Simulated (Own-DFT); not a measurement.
# Shaking the atoms of a stack of Si and Ge or SiGe layers, 96 atoms (Ge48Si48)

Calculated results; nothing here was measured. They come from Own-DFT, an in-house plane-wave density functional program, since retired, whose code no person has reviewed. Each row is one single-point run on a periodic cell that was not relaxed, without spin or spin-orbit coupling.

Settings of every run: PBE; PseudoDojo norm-conserving scalar-relativistic files; cutoff 42 hartree; 3 x 3 x 2 k mesh centred on Gamma; Fermi-Dirac smearing of 0.1 eV.

Known limits: forces on such cells moved up to 12 meV/angstrom on a denser k mesh; stress not checked against mesh or cutoff.

Cell vectors in Å: (10.862, 0.000, 0.000); (0.000, 10.862, 0.000); (0.000, 0.000, 16.293). In each run every atom was moved at random and independently from its ideal site; u is the rms move along one axis. The random placing of the alloy's atoms differs from row to row. E is the free energy for each atom above the fitted value at u = 0, and F the rms of the force components.

```
run   u (Å)  E (meV/atom)  F (eV/Å)  largest force (eV/Å)  P (GPa)
  1  0.0302          22.8     0.664                  2.78     9.23
  2  0.0308          16.1     0.556                  2.13     9.12
  3  0.0592          74.7     1.110                  3.75     9.77
  4  0.0628          78.9     1.148                  5.02     9.89
  5  0.0640             ?         ?                     ?        ?
  6  0.0907         175.7     1.861                  8.78    11.14
  7  0.1080         245.3     2.079                  9.52    12.01
```

## Worked fit

For small independent moves the energy grows as E = (3/2) K u², with K the mean stiffness felt by one atom. The runs with u up to 0.11 Å give K = 14.0 ± 0.8 eV/Å², with residuals divided by u² + 0.0006 Å², since the noise grows with the moves. The scatter is 5.5 meV/atom at u = 0.05 Å. The forces follow F = G u with G = 19.5 eV/Å²; no force at u = 0 is resolved. G exceeds K because the moves of its neighbours add to the force on an atom, and stiffness differs between atoms. The pressure follows P = 8.89 + 267 u² GPa: at fixed volume, shortened bonds push harder than stretched ones pull.

## Withheld run

Question: what energy and rms force should run 5 give?

The fit gives 86 ± 10 meV/atom and about 1.25 eV/Å. The calculation gave 78.8 meV/atom and 1.123 eV/Å.
